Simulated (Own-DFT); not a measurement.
# A pressure from energies alone: monoclinic HfO2, 94 atoms (Hf32O62), with two O vacancies

Calculated, not measured. Each geometry was run twice at fixed positions with Own-DFT, a retired in-house plane-wave program that no person has reviewed: with PBE, and with HSE06 (exact exchange share 0.25 at short range, screening 0.11 per bohr, Gygi-Baldereschi treatment of its divergence). Both used PseudoDojo norm-conserving files made for PBE, a cutoff of 48 hartree, the Gamma point alone, fixed occupations, a neutral cell and no spin. With Gamma alone and a thickness of 10.1 Å, finite-size errors remain in every number. The hafnium file keeps the 4f electrons in the core, and its forces lie about 75 meV/Å off all-electron values. The oxygen file's force components were 24 meV/Å off all-electron values in a glass.

Unstrained cell vectors in Å: (10.234, 0.000, 0.000); (0.000, 10.350, 0.000); (-1.695, 0.000, 10.445), volume V0 = 1106.4 Å³, from measured lattice constants. Each geometry has its own random strain of a few per cent, its own defect sites and random moves of rms u per axis. HSE06 gave the energy alone. D is its energy less that of PBE, over the lowest D shown. The PBE stress wasn't checked against mesh or cutoff.

| run | V - V0 (Å³) | u (Å) | P with PBE (GPa) | D (eV) |
|---|---|---|---|---|
| 1 | -5.5 | 0.0299 | 5.97 | 0.307 |
| 2 | -3.0 | 0.0290 | 4.96 | 0.397 |
| 3 | -21.9 | 0.0502 | 11.26 | 0.154 |
| 4 | 13.4 | 0.0526 | 2.45 | 1.139 |
| 5 | 9.1 | 0.0472 | 3.37 | 0.839 |
| 6 | -18.8 | 0.0323 | 8.61 | 0.000 |
| 7 | 14.3 | 0.0521 | 1.92 | 1.155 |
| 8 | 10.8 | 0.0465 | 2.31 | 0.939 |
| 9 | -12.6 | 0.0521 | 8.67 | 0.397 |
| 10 | -26.2 | 0.0519 | 12.85 | 0.025 |
| 11 | -19.0 | 0.0304 | 8.49 | ? |

## What the rows give

D = 0.33 + 0.0266 (V - V0) + 152 u² eV, with an error of 0.0008 on the volume slope, 15 on the last term and a scatter of 0.04 eV. Pressure is -dE/dV, and 1 eV/Å³ is 160.2 GPa, so HSE06 changes the pressure by -4.3 ± 0.1 GPa. With the ions held to the strained lattice, the PBE pressure falls by 283 ± 9 GPa per unit of volume strain; the shape of the strain isn't fitted, so the true error is larger, and a relaxed crystal would be softer. On that slope HSE06's volume at a given pressure is about 1.5 % smaller, or 0.5 % in lengths. At u = 0 and V0 the PBE pressure is 3.4 GPa, which puts the zero-pressure volume, against the measured cell and with the defects in, at +1.2 % for PBE and -0.3 % for HSE06, each good to a few tenths of a per cent.

## Test on the hidden row

Asked: what D should run 11 give?

The fit gives -0.04 eV, with rows scattering by 0.04. The run itself gave 0.087 eV. That is outside the usual scatter, by luck or through something left out of the fit.
